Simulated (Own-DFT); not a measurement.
# How much smaller does PBEsol make it? C40 NbSi2, 36 atoms (Nb12Si24)

No measurement is shown. These are fixed-geometry runs of a retired plane-wave code named Own-DFT, which no person has reviewed; spin and spin-orbit coupling are neglected.

Known weak points: forces on such cells failed a check on a denser k mesh; stress not checked against mesh or cutoff.

Each geometry was run with PBE and with PBEsol, otherwise alike: PseudoDojo norm-conserving scalar-relativistic files made for PBE; cutoff 42 hartree; 4 x 4 x 5 k mesh centred on Gamma; cold (Marzari-Vanderbilt) smearing of 0.2 eV. Unstrained cell vectors in Å: (0.000, 8.324, 0.000); (-9.613, 0.000, 0.000); (0.000, 0.000, 6.586). Each has a uniform strain, of which the change of volume is shown, and random moves of rms u per axis.

```
run  volume change (%)   u (Å)  P with PBE (GPa)  P with PBEsol (GPa)
  1              -2.12  0.0469              6.92                 3.17
  2               4.52  0.0455             -4.93                -8.39
  3              -0.60  0.0453              3.34                -0.34
  4               3.01  0.0445             -2.63                -6.14
  5               0.55  0.0500              2.01                -1.62
  6              -3.52  0.0469             10.16                 6.34
  7              -0.52  0.0525              3.59                -0.10
  8               0.80  0.0470              0.83                -2.79
  9               1.67  0.0472              0.22                -3.36
 10               2.01  0.0504              0.14                -3.42
 11               2.28  0.0497             -0.90                    ?
```

Asked: by how much does PBEsol shrink this cell, and what belongs in the blank?

## Working it out

Write v for the change of volume as a fraction. Fitted to v and u², the PBE pressure has a slope of -181 ± 9 GPa in v, with the ions held to the strained lattice. The difference PBEsol less PBE is -3.66 + 4.6 v GPa (slope ± 0.1) and averages -3.63 GPa. Divided by the mean slope of the two, 179 GPa, that makes PBEsol's volume at a given pressure, near 0 GPa, about 2.0 % smaller, or 0.68 % in lengths. At one volume PBEsol's slope is the smaller by 5 GPa, but its pressure there is lower too. If stiffness rises by about 4 GPa for each GPa, PBEsol at equal pressure is stiffer by about 10 GPa. Files made for PBEsol would give a different shift.

For run 11 the line gives -4.45 GPa. The hidden result is -4.46 GPa.
